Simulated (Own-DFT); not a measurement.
# Strain and stress in wurtzite AlN, 128 atoms (Al64N64)

Calculated results; nothing here was measured. They come from Own-DFT, an in-house plane-wave density functional program, since retired, whose code no person has reviewed. Each row is one single-point run on a periodic cell that was not relaxed, without spin or spin-orbit coupling.

Settings of every run: PBE; PseudoDojo norm-conserving scalar-relativistic files; cutoff 42 hartree; 2 x 2 x 2 k mesh centred on Gamma; Fermi-Dirac smearing of 0.1 eV.

Known limits: forces on such cells passed a denser k mesh, each cell not checked; stress not checked against mesh or cutoff.

Unstrained cell vectors in Å: (12.448, 0.000, 0.000); (-6.224, 10.780, 0.000); (0.000, 0.000, 9.964). The unstrained cell has measured lattice constants (interpolated for alloys), not those of this functional. That, the random moves and any unrelaxed bonds set the pressure at no strain. Each run strains this cell uniformly, with the atoms carried along. Every atom was also moved at random, by a Gaussian of width 0.05 Å on each axis. Strain is the symmetric tensor, in per cent. Stress is positive in tension, and the pressure is minus a third of its trace.

```
run  e_xx (%)  e_yy (%)  e_zz (%)  e_yz (%)  e_xz (%)  e_xy (%)  s_xx (GPa)  s_yy (GPa)  s_zz (GPa)  s_yz (GPa)  s_xz (GPa)  s_xy (GPa)  P (GPa)  E (meV/atom)
  1     -0.08     -0.67      0.26     -0.24      1.84      1.28       -7.70       -9.40       -4.63       -0.63        4.60        5.48     7.24          23.3
  2      1.39      0.49     -1.80     -1.88     -1.23      0.35       -0.54       -4.40      -10.96       -5.80       -3.60        0.26     5.30          15.7
  3     -1.81      1.90      1.52     -1.37      1.53     -0.59      -10.51        2.18        0.57       -3.17        3.94       -1.35     2.58           5.0
  4     -1.73     -0.48     -0.64     -0.34     -0.38      1.33      -16.85      -10.98      -10.23       -0.64       -0.69        6.09    12.69          44.0
  5     -0.21      0.62      0.10      1.90      0.38      0.56       -5.90       -3.58       -5.35        4.95        0.96        2.13     4.94          18.7
  6      1.67     -0.59      0.11      1.79      0.53      0.90        0.08       -6.63       -2.71        4.22        1.08        4.17     3.09           0.0
  7      0.01      1.24     -0.70      1.54     -0.20     -1.46       -6.60        1.19       -8.12        3.91       -0.52       -4.86     4.51           8.9
  8     -1.65     -1.71      0.73      0.96      1.70     -0.94      -15.95      -16.82       -3.64        2.68        4.98       -2.97    12.13          35.9
  9      0.10      0.27     -1.35      0.75      1.99     -0.15       -6.11       -3.32      -14.71        2.05        5.30       -0.41     8.05          23.5
 10     -0.09      0.36     -1.20      1.84      1.17      1.42       -6.93       -5.29      -10.94        4.99        2.62        5.20     7.72          24.0
 11      1.01      1.29      0.00      1.75      1.80     -0.96       -0.32        0.32       -3.19        3.95        4.61       -3.32     1.06          15.6
 12     -1.32      1.74     -0.11      1.88      0.56      0.01      -12.04       -0.23       -3.96        5.03        1.23       -1.24     5.41          25.0
 13      0.70     -0.91      0.31     -1.87     -1.40     -1.89       -3.20       -9.43       -4.54       -4.55       -3.06       -6.39     5.72          17.1
 14     -1.28     -1.76      0.79      0.19      0.30     -0.29      -13.27      -16.22       -5.07        0.11        1.23       -2.71    11.52          33.8
 15      1.98     -0.40      0.63      1.29     -1.36      1.66           ?           ?           ?           ?           ?           ?        ?             ?
```

E is the free energy for each atom above the lowest run shown.

## Worked fit

Each stress component was fitted by least squares to a constant and the strains of the runs shown, as fractions, with shears doubled. Shear strains stay in the fit of a normal stress only where such slopes are resolved. The slopes, in GPa:

```
stress  at no strain  per e_xx  per e_yy  per e_zz  scatter
  s_xx          -6.4  484 ± 23  114 ± 21  104 ± 30     0.87
  s_yy          -6.2  116 ± 29  492 ± 26   39 ± 38     1.09
  s_zz          -5.4  104 ± 38   77 ± 34  485 ± 50     1.43
```

Each shear stress against twice its own strain: yz 130 ± 5, xz 129 ± 2, xy 188 ± 16 GPa. These are stiffnesses along x, y and z of the frame in which the cell vectors are given, which need not be the crystal's axes. The atoms are held to the strained lattice; where symmetry lets them move under strain, relaxing them would lower some slopes. The table should be nearly symmetric about its diagonal, and what it lacks of that shows the noise. A ninth of its sum, 224 ± 5 GPa, estimates the bulk modulus near the mean pressure of these runs, 6.6 GPa, so it lies above the value at zero pressure.

## Withheld run

Question: what normal stresses and pressure should run 15 give?

The fit gives s_xx = 3.4, s_yy = -5.6, s_zz = -0.6 and P = 1.0 GPa. The calculation gave 1.87, -4.98, -0.66 and P = 1.26 GPa.
